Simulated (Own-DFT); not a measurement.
# Stretching a layer in its plane: wurtzite AlGaN with randomly placed atoms, 96 atoms (Al12Ga36N48)

No measurement is shown. These are fixed-geometry runs of a retired plane-wave code named Own-DFT, which no person has reviewed; spin and spin-orbit coupling are neglected.

All runs used: PBE; PseudoDojo norm-conserving scalar-relativistic files (stringent for Ga); cutoff 96 hartree; 3 x 4 x 3 k mesh centred on Gamma; Gaussian smearing of 0.01 eV.

Limits: k mesh not checked against a denser one; stress not checked against mesh or cutoff.

Unstrained cell vectors in Å: (12.679, 0.000, 0.000); (-4.755, 8.235, 0.000); (0.000, 0.000, 10.268). The unstrained cell has measured lattice constants (interpolated for alloys), not those of this functional. That, the random moves and any unrelaxed bonds set the pressure at no strain. Each run strains x and y alike by e, as a substrate would, and holds the height along z. Each atom got a random Gaussian move of width 0.05 Å along each axis. The random placing of the alloy's atoms differs from row to row. Stress is positive in tension.

```
e (%),u (Å),(s_xx + s_yy)/2 (GPa),s_zz (GPa)
-2.50,0.049,-23.14,-10.70
-1.75,0.048,-17.28,-9.87
-0.75,0.050,-11.03,-8.84
0.25,0.048,-4.36,-8.95
0.50,0.054,-4.56,-6.86
1.00,0.052,-1.40,-6.32
1.25,0.049,-1.09,-4.30
2.50,0.048,?,?
2.75,0.049,5.90,-2.88
3.00,0.049,7.33,-2.87
```

## What the rows give

With e as a fraction, the in-plane stress is -6.7 + 559 e - 3425 e² GPa (errors 12 and 671, scatter 0.62), and s_zz is -7.5 + 153 e GPa (slope ± 17, scatter 0.92). At e = 0 the first slope is C11 + C12 and the second 2 C13, both with the ions held to the strained lattice and at the cell's own pressure. The term in e² is negative: the layer stiffens under compression and softens under tension. A free layer would change its height as e changes, and the in-plane slope would drop by 2 C13²/C33 to the biaxial modulus. At fixed height, a misfit of 1 % moves the in-plane stress by about 5.6 GPa and s_zz by 1.5 GPa.

## The run left out

Asked: what are the two stresses at e = 2.50 %?

Estimate: 5.1 and -3.7 GPa. The calculation gave 4.41 and -2.77 GPa.
